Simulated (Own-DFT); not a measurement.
Hf36O71 (tetragonal hafnia with one neutral oxygen vacancy, atoms displaced) (calculated)

Computed with Own-DFT development build. A calculation, not a measurement: plane-wave PBE and HSE06 DFT by an unreviewed code, no spin, of a simulated cell at Gamma alone, so results move with cell size and shape, stress positive in tension, energies less offsets, not probed for a lower state with spin; hafnium file: forces about 75 meV/angstrom off all-electron values; oxygen file: force components 24 meV/angstrom off all-electron in a glass; k mesh not checked against a denser one; forces and stress are PBE's, HSE06 gives the energy alone, and its difference from PBE has offsets of its own; offsets are fitted by least squares, one for each functional and potential file, so energies compare only between cells with the same atoms and settings and are not formation energies; the far tail of each file's local potential was reset to the Coulomb form; each entry is a single point on an unrelaxed cell, so the pressure reflects the starting lattice, taken from the Materials Project, from which strain is counted, and rises with the displacements; printed positions are rounded, which can move forces by about a meV/angstrom; the program is a retired in-house code; no spin-orbit coupling.

Common to all runs: first functional PBE; second functional HSE06; exact exchange share 0.25; screening 0.11 1/bohr; exchange divergence Gygi-Baldereschi; potential files PseudoDojo norm-conserving, scalar-relativistic, made for PBE, standard set; wave cutoff 48 hartree; occupations fixed; k mesh 1 x 1 x 1 centred on Gamma.

(1) 
```xyz
107
Lattice="10.7800 0.0000 0.0000 0.0000 10.7800 0.0000 0.0000 0.0000 10.4493" Properties=species:S:1:pos:R:3:force_x:R:1:force_y:R:1:force_z:R:1 formula=Hf36O71 PBE_energy_of_cell_above_offsets=-100.859 HSE06_less_PBE_above_offsets=-0.137 PBE_pressure=0.9 PBE_stress_xx=-0.71 PBE_stress_yy=-0.44 PBE_stress_zz=-1.55 PBE_stress_yz=-0.1 PBE_stress_xz=-0.3 PBE_stress_xy=0
Hf     0.0192    10.7401    10.4464      0.067      0.841     -0.031
Hf     1.7501     1.7660     2.6336      1.139      0.353     -0.773
O     10.7518     1.7863     1.5629     -0.239     -0.156      0.604
O      1.7458     0.0322     3.6647      0.269     -0.761     -0.369
O      0.0464     1.8170     4.2596     -0.449       0.02     -0.924
O      1.7996     0.0144     1.0341     -0.034     -0.309     -0.347
Hf    10.7753     0.0183     5.2492      0.402      0.427     -0.329
Hf     1.7868     1.7847     7.8467     -0.247     -0.441      -0.59
O     10.7591     1.7398     6.7631      0.619      0.767      0.982
O      1.7804    10.7072     8.8001     -0.121       0.67      0.341
O      0.0412     1.8272     9.4127     -0.039     -0.725     -0.015
O      1.7618     0.0388     6.1956      0.948     -0.251      0.702
Hf    10.7789     3.6044    10.4358      0.785      0.535      0.298
Hf     1.7950     5.3737     2.6332     -0.643      0.261      -0.86
O     10.7448     5.3667     1.5890      0.412      0.312      0.051
O      1.7890     3.5865     3.6294      0.556      0.184      0.391
O      0.0321     5.4245     4.1546      0.019     -0.127      0.842
O      1.7721     3.6037     1.0489      0.552      0.117     -0.784
Hf    10.7676     3.6039     5.2354     -0.096      0.458     -0.181
Hf     1.8208     5.4139     7.8834      -0.89     -0.212     -0.301
O     10.7697     5.3507     6.8649      0.396      0.235     -0.545
O      1.7635     3.6026     8.8099      0.491      0.102      0.421
O     10.7539     5.4450     9.4077      0.206     -0.585      0.369
O      1.7828     3.6143     6.2296     -0.332     -0.196      0.234
Hf    10.7494     7.2225    10.4401      0.429     -0.778      1.198
Hf     1.7929     8.9821     2.6716      0.497      0.198     -1.122
O     10.7560     8.9517     1.5506      0.365      0.396      0.549
O      1.8505     7.2082     3.6240     -0.062       -0.7      0.642
O      0.0252     9.0103     4.2126      0.195     -0.665     -0.211
O      1.8321     7.2122     1.0780     -0.554      0.056     -0.545
Hf     0.0512     7.2217     5.1945     -0.985     -0.648     -0.493
Hf     1.7738     8.9294     7.8258      1.225      0.288      0.023
O     10.7723     9.0222     6.8430      0.498     -0.498     -0.438
O      1.8102     7.1653     8.9253     -0.296      0.827     -0.663
O     10.7140     8.9727     9.4371      0.414      0.098     -0.469
O      1.7902     7.1406     6.2251      0.066      0.346      0.614
Hf     3.6338    10.7321    10.4310      0.084      0.297      0.762
Hf     5.4299     1.7932     2.5583      -1.68      0.099      0.649
O      3.5928     1.7993     1.5918     -0.285      0.005      0.016
O      5.3889     0.0549     3.6215     -0.004     -1.463     -0.131
O      3.6284     1.7843     4.1649      -0.73      0.312      0.812
O      5.3961    10.7289     0.9980      0.581       0.29     -0.131
Hf     3.5845    10.7649     5.2329      0.549      0.407     -0.546
Hf     5.3946     1.8307     7.8335     -0.209     -0.507     -0.018
O      3.6041     1.8255     6.7818     -0.499     -0.193      0.707
O      5.4346    10.7793     8.8716      -0.42      0.295     -0.423
O      3.5955     1.7986     9.4616      -0.19     -0.288     -0.948
O      5.4140     0.0322     6.2416     -0.308     -0.091      0.113
Hf     3.6105     3.5741    10.3937      -0.09     -0.012      1.614
Hf     5.3604     5.4113     2.5994      0.739     -0.995      0.414
O      3.6047     5.4145     1.6102     -0.194     -0.099      0.458
O      5.3943     3.5834     3.6522     -0.062      0.675     -0.406
O      5.3847     3.5442     0.9914      0.495      0.504     -0.476
Hf     3.4932     3.6051     5.2031      1.345     -0.658     -0.518
Hf     5.4057     5.4060     7.8457      0.298      0.432     -0.387
O      3.5720     5.3944     6.8508      0.475      0.162     -0.505
O      5.4054     3.6369     8.8041     -0.561     -0.366      0.562
O      3.5749     5.4683     9.4799      0.004     -2.125     -0.938
O      5.3816     3.6061     6.2476     -0.592     -0.055     -0.209
Hf     3.6195     7.1559     0.0029     -0.604      1.551      0.823
Hf     5.3553     8.9535     2.5777      0.952      1.086      0.892
O      3.6749     9.0025     1.5633     -1.852      0.024      0.197
O      5.3527     7.1481     3.6013     -0.689      0.166      0.446
O      3.5685     8.9522     4.2004      0.029      0.319      0.101
O      5.4182     7.1935     0.9715     -0.329     -0.129      0.912
Hf     3.6006     7.1064     5.2512      0.591      0.475      -0.59
Hf     5.4226     8.9832     7.8419     -0.421     -0.031      0.223
O      3.6278     8.9837     6.7887     -1.037      0.235      0.577
O      5.4028     7.1967     8.8746      0.005     -0.234     -0.224
O      3.5988     8.9753     9.4372     -0.061      -0.28     -0.417
O      5.3894     7.2413     6.2915       0.01     -0.545     -0.646
Hf     7.2521     0.0117    10.4244     -1.323      -0.31     -0.479
Hf     8.9725     1.7707     2.6359     -0.047       0.53     -0.224
O      7.1642     1.7725     1.5709      1.636      0.095       0.04
O      9.0078    10.7549     3.6294      0.023      1.026      0.197
O      7.1563     1.7669     4.2178      0.638      0.354      -0.04
O      8.9739    10.7764     1.0003      0.708     -0.013      0.441
Hf     7.1921    10.7784     5.2636     -0.348      -0.36     -0.669
Hf     8.9652     1.8613     7.7838      0.549     -0.851      0.587
O      7.1872     1.7913     6.8496     -0.115      0.097     -0.475
O      8.9847    10.7576     8.8182     -0.011      0.685      0.044
O      7.1799     1.7964     9.4220      0.421      0.818      0.093
O      9.0410     0.0651     6.2293     -1.622     -0.347      0.087
Hf     7.3052     3.6383     0.0022     -1.502     -0.742      0.093
Hf     8.9586     5.3751     2.6330      0.543      0.821      0.328
O      7.2022     5.4280     1.6329      -0.49     -0.514      -0.65
O      8.9858     3.5982     3.6425       0.07     -0.678     -0.109
O      7.1837     5.4041     4.2052      0.047     -0.086      0.511
O      9.0326     3.6150     1.0198     -0.715     -0.321      0.403
Hf     7.1049     3.5937     5.2040      0.221      0.612      -0.17
Hf     9.0053     5.3790     7.8442     -0.331      0.483      -0.13
O      7.1699     5.3662     6.8173      0.491      0.219      0.239
O      9.0036     3.6562     8.9028     -0.151     -1.081     -0.233
O      7.2133     5.3738     9.4477     -0.075       0.72      0.001
O      8.9944     3.5749     6.2563     -0.521     -0.082      0.141
Hf     7.1965     7.1912     0.0640      0.101      0.233     -1.019
Hf     8.9666     9.0509     2.6092     -0.169     -1.859     -0.122
O      7.2040     8.9709     1.6200     -0.282      0.039     -0.522
O      8.9498     7.1856     3.6439      0.398      0.477     -0.246
O      7.1772     8.9653     4.1431      0.037      0.602      0.982
O      8.9486     7.1820     1.0248      0.842      0.005     -0.157
Hf     7.2382     7.2453     5.2707     -0.773     -0.679     -1.222
Hf     9.0141     8.9400     7.8377     -0.906      0.808      0.237
O      7.1748     8.9837     6.7778      0.836      0.164      0.104
O      9.0114     7.2040     8.8381     -0.121     -0.563      0.025
O      7.1997     8.9710     9.4175      0.095     -0.046      0.197
O      8.9883     7.2106     6.2054      0.938      0.044      0.678
```

Units: PBE_energy_of_cell_above_offsets, HSE06_less_PBE_above_offsets in eV; PBE_pressure, PBE_stress_xx, PBE_stress_yy, PBE_stress_zz, PBE_stress_yz, PBE_stress_xz, PBE_stress_xy in GPa; force_x, force_y, force_z in eV/Å.

(2) 
```xyz
107
Lattice="10.7800 0.0000 0.0000 0.0000 10.7800 0.0000 0.0000 0.0000 10.4493" Properties=species:S:1:pos:R:3:force_x:R:1:force_y:R:1:force_z:R:1 formula=Hf36O71 PBE_energy_of_cell_above_offsets=-101.052 HSE06_less_PBE_above_offsets=-0.149 PBE_pressure=0.9 PBE_stress_xx=-1.6 PBE_stress_yy=0.42 PBE_stress_zz=-1.52 PBE_stress_yz=0.07 PBE_stress_xz=0.1 PBE_stress_xy=-0.02
Hf     0.0212    10.7659    10.4356      0.021       0.27      0.041
Hf     1.7973     1.8095     2.6419     -0.405     -0.595     -0.156
O      0.0114     1.7925     1.5508      0.075     -0.075      0.198
O      1.7747    10.7342     3.6086      0.311      1.311     -0.137
O     10.7634     1.7994     4.2345      0.203      0.083      -0.41
O      1.8638    10.7454     0.9951     -1.296      0.456      0.247
Hf    10.7773     0.0174     5.2780      0.257     -0.942      -1.67
Hf     1.7750     1.7639     7.8261       0.34      0.059      0.311
O     10.7376     1.7631     6.8062      0.756      0.383      0.842
O      1.8528     0.0169     8.8343     -0.649     -0.069      0.099
O      1.7723     0.0006     6.2630      0.488      0.085     -0.004
Hf    10.7791     3.5726     0.0410     -0.531     -0.161     -1.082
Hf     1.7578     5.3756     2.5985      0.532      0.758      0.644
O     10.7612     5.4120     1.5789      0.534      0.057      0.133
O      1.8013     3.6057     3.6400      0.114     -0.224     -0.111
O     10.7242     5.3827     4.2441      0.421     -0.207     -0.276
O      1.7632     3.5758     1.0069       0.62      0.104      0.409
Hf    10.7800     3.6174     5.2563     -1.147     -0.026     -0.487
Hf     1.7851     5.3216     7.8376      0.639      1.468      -0.29
O     10.7473     5.4172     6.8266       1.12     -0.491      0.048
O      1.7600     3.6197     8.8603     -0.366     -1.119     -0.059
O     10.7187     5.4196     9.4584      0.462     -1.255     -0.287
O      1.8131     3.6058     6.2064     -0.346     -0.012      0.697
Hf     0.0303     7.1498     0.0106     -1.495      1.117     -0.072
Hf     1.8079     8.9456     2.5723     -1.493     -0.059      1.408
O      0.0334     8.9226     1.5597      -0.42       0.49      0.033
O      1.7422     7.1722     3.6625      0.146     -0.354     -0.878
O      0.0147     8.9810     4.1727     -0.047      0.442      0.924
O      1.7925     7.2043     0.9848      0.276     -0.277      0.694
Hf    10.7731     7.2011     5.2460      0.079      0.623     -1.069
Hf     1.7819     8.9585     7.8211      0.656     -0.155     -0.032
O     10.7653     8.9192     6.8129      0.152       0.38      0.019
O      1.7743     7.1769     8.8432     -0.027      -0.16     -0.094
O      0.0363     9.0181     9.4149     -0.073     -0.385     -0.194
O      1.7960     7.1779     6.2269      0.045     -0.083      0.451
Hf     3.6008    10.7566     0.0600      0.185      0.364     -1.771
Hf     5.3638     1.8108     2.5808      0.781      0.329      0.447
O      3.6019     1.8392     1.5828     -0.591     -0.102      0.202
O      5.3899     0.0245     3.6311     -0.058     -0.121     -0.123
O      3.5806     1.7810     4.2385     -0.196      0.649      -0.98
O      5.4212     0.0710     0.9998     -0.766      -0.29      0.859
Hf     3.5784     0.0376     5.1853     -0.011      -1.55      0.884
Hf     5.3694     1.7900     7.8230      0.021      0.446      0.653
O      3.6170     1.7738     6.8194      -0.98      0.156     -0.509
O      5.4460     0.0467     8.8582     -0.342     -1.159     -0.126
O      3.6267     1.8111     9.3894     -0.379     -0.173      0.751
O      5.3770    10.7577     6.2313      0.062     -0.029     -0.338
Hf     3.6014     3.5678     0.0053      0.174      0.457     -0.669
Hf     5.3741     5.3796     2.6181      0.301      0.796     -0.027
O      3.5661     5.4064     1.6226     -0.183     -0.224     -0.292
O      5.3760     3.6023     3.5899     -0.405      -0.43      0.344
O      3.6022     5.4822     4.2004     -0.103     -2.005      0.092
O      5.3842     3.6144     0.9979     -0.098     -0.165      0.258
Hf     3.5829     3.5746     5.2244      1.013      1.403     -0.002
Hf     5.3668     5.4134     7.8101      0.848     -0.452      0.579
O      3.6582     5.3545     6.8037     -1.733     -0.419     -0.011
O      5.4150     3.5861     8.8791     -0.164      0.175     -0.324
O      3.5585     5.4245     9.4295     -0.134     -0.731      0.283
O      5.4148     3.5343     6.2296     -0.826      0.048     -0.324
Hf     3.5418     7.2041     0.0120      0.993     -0.267      -0.72
Hf     5.4059     9.0141     2.6251     -0.608     -1.283      0.545
O      3.5529     9.0053     1.6238      1.632      0.135     -0.775
O      5.3663     7.1951     3.6403      0.262      0.346     -0.236
O      3.5418     8.9840     4.2112      0.322      0.502      -0.36
O      5.3490     7.2164     1.0272      0.059     -0.087     -0.189
Hf     3.5806     7.2181     5.2143      0.188      0.162       0.22
Hf     5.3907     8.9666     7.7980     -0.091      0.304      0.479
O      3.6230     8.9276     6.7495     -0.722      0.418      0.886
O      5.3671     7.1611     8.8573      0.262      0.646      0.137
O      3.5817     9.0070     9.3987      0.121      -0.15       0.42
O      5.3657     7.1508     6.2865      0.797      0.465     -0.416
Hf     7.1405     0.0330    10.4389      0.934     -0.873      -0.74
Hf     8.9790     1.7679     2.5656      0.175      0.428      1.101
O      7.1828     1.8412     1.5958      0.095     -0.167      -0.29
O      8.9523    10.7212     3.6197     -0.307      1.428      0.019
O      7.1597     1.8109     4.1785       0.22     -0.428      0.258
O      9.0130    10.7428     1.0459     -0.518      0.278     -0.287
Hf     7.1870     0.0199     5.2153      0.066      -0.43      0.018
Hf     8.9737     1.7806     7.8598     -0.402      0.471       -0.1
O      7.1490     1.7908     6.8553      1.005     -0.339     -0.703
O      8.9858     0.0364     8.8960      0.669     -0.559     -0.304
O      7.1731     1.7425     9.4197      0.347      1.083      0.275
O      9.0179     0.0171     6.2149     -1.028     -0.138      0.571
Hf     7.1942     3.5386     0.0072     -0.126      0.988      -0.46
Hf     9.0018     5.4196     2.6371     -0.751      0.251      0.146
O      7.2047     5.3650     1.6162      -0.53      0.244      0.022
O      8.9716     3.6276     3.6470      0.196     -1.146     -0.401
O      7.1919     5.3691     4.2210     -0.227      0.429      0.042
O      8.9885     3.6259     1.0122      0.203      -0.58      0.164
Hf     7.1802     3.5764     5.2355      0.551      0.616      0.026
Hf     9.0132     5.3809     7.8399     -1.205      -0.06      0.154
O      7.1530     5.3743     6.8187      0.536      0.056      0.246
O      8.9841     3.5756     8.8708      0.303     -0.456      0.102
O      7.1884     5.3869     9.4586      0.066     -0.372      0.011
O      8.9737     3.6284     6.2872      0.202      -0.34     -0.349
Hf     7.1229     7.1551    10.4136      0.681      0.141      0.488
Hf     8.9141     9.0111     2.5383      1.846     -1.288      0.743
O      7.1453     8.9507     1.6411     -0.423      0.523     -0.908
O      9.0165     7.2093     3.6378     -0.293     -0.177     -0.083
O      7.2020     8.9106     4.1966     -0.434      1.556      0.162
O      8.9656     7.2287     1.0381     -0.231     -0.139      -0.68
Hf     7.1972     7.1853     5.2179     -0.226     -0.969      0.251
Hf     9.0022     8.9797     7.8354     -0.362     -0.435      0.686
O      7.2070     9.0321     6.8435      0.041     -0.189     -0.425
O      9.0099     7.1484     8.8588     -0.256      1.235     -0.264
O      7.1567     9.0087     9.4139      0.203     -0.443      0.485
O      8.9878     7.1624     6.2399       -0.6      0.203      0.291
```

Units: PBE_energy_of_cell_above_offsets, HSE06_less_PBE_above_offsets in eV; PBE_pressure, PBE_stress_xx, PBE_stress_yy, PBE_stress_zz, PBE_stress_yz, PBE_stress_xz, PBE_stress_xy in GPa; force_x, force_y, force_z in eV/Å.
